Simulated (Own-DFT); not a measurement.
# Response to strain: 4H SiC, 32 atoms (C16Si16)

These are calculations, not measurements. They come from Own-DFT, an in-house plane-wave density functional program, since retired, whose code no person has reviewed. Each row is one single-point run on a periodic cell that was not relaxed, without spin or spin-orbit coupling.

Settings of every run: PBE; PseudoDojo norm-conserving scalar-relativistic files; cutoff 42 hartree; 5 x 5 x 3 k mesh centred on Gamma; Fermi-Dirac smearing of 0.1 eV.

Known limits: forces on such cells passed a denser k mesh, each cell not checked; stress not checked against mesh or cutoff.

Unstrained cell vectors in Å: (6.165, 0.000, 0.000); (-3.083, 5.339, 0.000); (0.000, 0.000, 10.068). The unstrained cell has measured lattice constants (interpolated for alloys), not those of this functional. That, the random moves and any unrelaxed bonds set the pressure at no strain. Each run strains this cell uniformly, with the atoms carried along. Every atom was also moved at random, by a Gaussian of width 0.05 Å on each axis. Strain is the symmetric tensor, in per cent. Stress is positive in tension, and the pressure is minus a third of its trace.

| run | e_xx (%) | e_yy (%) | e_zz (%) | e_yz (%) | e_xz (%) | e_xy (%) | s_xx (GPa) | s_yy (GPa) | s_zz (GPa) | s_yz (GPa) | s_xz (GPa) | s_xy (GPa) | P (GPa) | E (meV/atom) |
|---|---|---|---|---|---|---|---|---|---|---|---|---|---|---|
| 1 | 1.77 | 1.52 | 1.61 | 0.41 | 0.79 | -0.63 | 7.04 | 6.31 | 2.66 | 1.75 | 2.14 | -0.32 | -5.33 | 0.0 |
| 2 | -0.75 | -1.34 | -0.52 | -0.35 | 1.34 | -0.20 | -12.37 | -10.19 | -11.48 | 0.05 | 3.92 | -2.19 | 11.35 | 30.5 |
| 3 | -0.18 | 0.47 | -0.55 | -1.89 | 0.95 | -1.58 | -6.80 | -4.93 | -7.60 | -7.97 | 3.52 | -6.23 | 6.44 | 46.7 |
| 4 | -1.76 | 1.89 | 0.27 | 1.32 | -1.21 | 0.06 | -11.48 | 4.01 | -5.49 | 4.36 | -3.29 | -0.92 | 4.32 | 23.6 |
| 5 | 1.99 | 0.58 | -0.63 | -1.47 | -0.16 | 1.43 | 6.22 | -1.00 | -7.95 | -5.76 | -0.11 | 6.19 | 0.91 | 14.5 |
| 6 | -1.60 | 1.56 | -1.82 | 0.35 | -0.20 | -0.06 | -11.91 | 1.71 | -18.07 | 1.60 | -0.74 | -0.26 | 9.42 | 12.4 |
| 7 | 1.42 | 0.56 | 0.53 | -0.58 | -1.05 | -1.87 | 4.33 | 1.11 | -7.28 | -0.86 | -3.13 | -7.94 | 0.61 | 45.7 |
| 8 | 1.76 | 0.96 | 0.96 | 1.51 | -1.69 | 0.69 | 6.61 | 0.70 | 0.75 | 5.31 | -5.02 | 1.99 | -2.69 | 19.1 |
| 9 | 0.67 | 1.92 | 0.18 | 0.64 | 1.64 | -0.99 | 0.37 | 5.45 | -2.81 | 1.55 | 5.50 | -3.87 | -1.00 | 3.9 |
| 10 | -1.38 | -1.54 | 1.23 | 1.31 | -0.75 | -0.15 | -14.97 | -12.04 | -0.44 | 4.26 | -2.89 | -0.73 | 9.15 | 22.2 |
| 11 | -0.69 | -0.09 | 0.93 | 0.67 | 1.40 | 0.64 | -7.14 | -7.07 | -0.79 | 4.18 | 4.87 | 1.89 | 5.00 | 17.7 |
| 12 | -1.52 | -0.73 | 1.95 | 0.48 | -0.08 | 0.56 | -11.97 | -13.22 | 2.64 | 0.26 | 0.48 | 2.72 | 7.52 | 55.4 |
| 13 | 1.73 | -0.35 | -1.77 | 0.57 | 0.47 | 0.26 | 4.29 | -6.67 | -18.18 | 2.23 | 2.01 | 0.27 | 6.85 | 36.9 |
| 14 | 1.48 | 1.87 | 1.37 | -0.32 | 0.64 | 0.76 | 6.26 | 6.25 | 2.16 | -0.82 | 1.76 | 3.52 | -4.89 | 1.2 |
| 15 | -0.69 | 1.65 | -0.95 | -1.73 | -1.83 | -1.51 | -6.76 | 2.01 | -14.50 | -6.30 | -6.60 | -5.50 | 6.42 | 69.0 |
| 16 | -0.35 | -0.47 | -0.22 | -0.72 | 0.91 | -1.08 | ? | ? | ? | ? | ? | ? | ? | ? |

E is the free energy for each atom above the lowest run shown.

## Worked fit

Each stress component was fitted by least squares to a constant and the strains of the runs shown, as fractions, with shears doubled. Shear strains stay in the fit of a normal stress only where such slopes are resolved. The slopes, in GPa:

```
stress  at no strain  per e_xx  per e_yy  per e_zz  scatter
  s_xx          -5.0  542 ± 19  139 ± 23   49 ± 22     0.99
  s_yy          -5.1   94 ± 35  511 ± 43   16 ± 42     1.84
  s_zz          -7.2   35 ± 38   44 ± 46  589 ± 45     1.97
```

Each shear stress against twice its own strain: yz 188 ± 17, xz 162 ± 7, xy 200 ± 14 GPa. These are stiffnesses along x, y and z of the frame in which the cell vectors are given, which need not be the crystal's axes. The atoms are held to the strained lattice; where symmetry lets them move under strain, relaxing them would lower some slopes. The table should be nearly symmetric about its diagonal, and what it lacks of that shows the noise. A ninth of its sum, 224 ± 6 GPa, estimates the bulk modulus near the mean pressure of these runs, 3.6 GPa, so it lies above the value at zero pressure.

## Withheld run

Question: what normal stresses and pressure should run 16 give?

The fit gives s_xx = -7.6, s_yy = -7.8, s_zz = -8.8 and P = 8.1 GPa. The calculation gave -7.23, -6.88, -8.15 and P = 7.42 GPa.
